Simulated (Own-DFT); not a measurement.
# Shaking the atoms of a stack of Si and Ge or SiGe layers, 96 atoms (Ge48Si48)

These are calculations, not measurements. They come from Own-DFT, an in-house plane-wave density functional program, since retired, whose code no person has reviewed. Each row is one single-point run on a periodic cell that was not relaxed, without spin or spin-orbit coupling.

Settings of every run: PBE; PseudoDojo norm-conserving scalar-relativistic files; cutoff 42 hartree; 3 x 3 x 2 k mesh centred on Gamma; Fermi-Dirac smearing of 0.1 eV.

Known limits: forces on such cells moved up to 12 meV/angstrom on a denser k mesh; stress not checked against mesh or cutoff.

Cell vectors in Å: (10.862, 0.000, 0.000); (0.000, 10.862, 0.000); (0.000, 0.000, 16.293). In each run every atom was moved at random and independently from its ideal site; u is the rms move along one axis. The random placing of the alloy's atoms differs from row to row. E is the free energy for each atom above the fitted value at u = 0, and F the rms of the force components.

```
run   u (Å)  E (meV/atom)  F (eV/Å)  largest force (eV/Å)  P (GPa)
  1  0.0286          16.7     0.563                  2.20     9.14
  2  0.0296          19.0     0.600                  2.22     9.17
  3  0.0298          18.3     0.579                  1.88     9.15
  4  0.0592             ?         ?                     ?        ?
  5  0.0608          71.1     1.054                  4.91     9.75
  6  0.0611          86.6     1.241                  5.01    10.04
  7  0.0966         209.0     1.878                  8.76    11.60
  8  0.0976         182.7     1.856                  9.25    11.13
  9  0.1100         242.4     1.998                  7.12    12.03
```

## Worked fit

For small independent moves the energy grows as E = (3/2) K u², with K the mean stiffness felt by one atom. The runs with u up to 0.11 Å give K = 14.0 ± 0.7 eV/Å², with residuals divided by u² + 0.0006 Å², since the noise grows with the moves. The scatter is 4.6 meV/atom at u = 0.05 Å. The forces follow F = G u with G = 19.4 eV/Å²; no force at u = 0 is resolved. G exceeds K because the moves of its neighbours add to the force on an atom, and stiffness differs between atoms. The pressure follows P = 8.94 + 257 u² GPa: at fixed volume, shortened bonds push harder than stretched ones pull.

## Withheld run

Question: what energy and rms force should run 4 give?

The fit gives 74 ± 7 meV/atom and about 1.15 eV/Å. The calculation gave 81.6 meV/atom and 1.161 eV/Å.
